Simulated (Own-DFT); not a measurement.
# Slab less bulk: wurtzite GaN, m plane (10-10)

Everything here is calculated. The program is Own-DFT (plane waves, in-house, since retired, never reviewed by a person); positions were held fixed, and spin and spin-orbit coupling were off.

Limits (not all hold for every row): k mesh not checked against a denser one; forces on such cells passed a denser k mesh, each cell not checked.

Both sets of runs: PBE; PseudoDojo norm-conserving scalar-relativistic files (stringent for Ga); cutoff 96 hartree; Gaussian smearing of 0.01 eV. The slab has 64 atoms in 16 layers, two equal faces of 33.07 Å² as cut, 15 Å of vacuum, a dipole correction along the normal and a 6 x 6 x 1 mesh. The bulk cell has 96 atoms, the same measured lattice constants and a 3 x 4 x 3 mesh. In the slab only the 16 atoms nearest the faces were moved at random; u is their rms move along one axis. Energies are counted from -3520.29 eV for each atom.

| slab run | u (Å) | E (eV, cell) |
|---|---|---|
| 1 | 0.0412 | 8.552 |
| 2 | 0.0440 | 8.727 |
| 3 | 0.0558 | 8.881 |
| 4 | 0.0765 | 10.387 |
| 5 | 0.0865 | 11.640 |
| 6 | 0.0927 | 11.683 |
| 7 | 0.0955 | 12.015 |
| 8 | 0.1002 | 12.202 |
| 9 | 0.1026 | 12.216 |
| 10 | 0.1034 | 11.952 |
| 11 | 0.1068 | 12.583 |
| 12 | 0.1103 | 13.002 |

| bulk run | u (Å) | E (meV/atom) |
|---|---|---|
| 1 | 0.0187 | 0.87 |
| 2 | 0.0194 | 1.27 |
| 3 | 0.0196 | 2.64 |
| 4 | 0.0199 | 1.59 |
| 5 | 0.0201 | 1.24 |
| 6 | 0.0456 | 45.39 |
| 7 | 0.0481 | 50.15 |
| 8 | 0.0483 | 53.70 |
| 9 | 0.0496 | 63.64 |
| 10 | 0.0509 | 57.53 |

Asked: what is the energy of the unrelaxed surface?

## Answer

Take each set to u = 0 with E = a + b u². Rows are weighted down as u grows, with residuals divided by u² + 0.0006 Å². Slab: a = 7.81 ± 0.08 eV. Bulk: a = -8.6 ± 0.6 meV/atom. The excess is 7.81 - 64 x (-0.0086) = 8.36 ± 0.09 eV. Over two faces that is 126 meV/Å², or 2.03 ± 0.02 J/m². Relaxing the faces would lower the energy, and the unlike meshes and the reach from the smallest u down to zero add errors that aren't counted here.
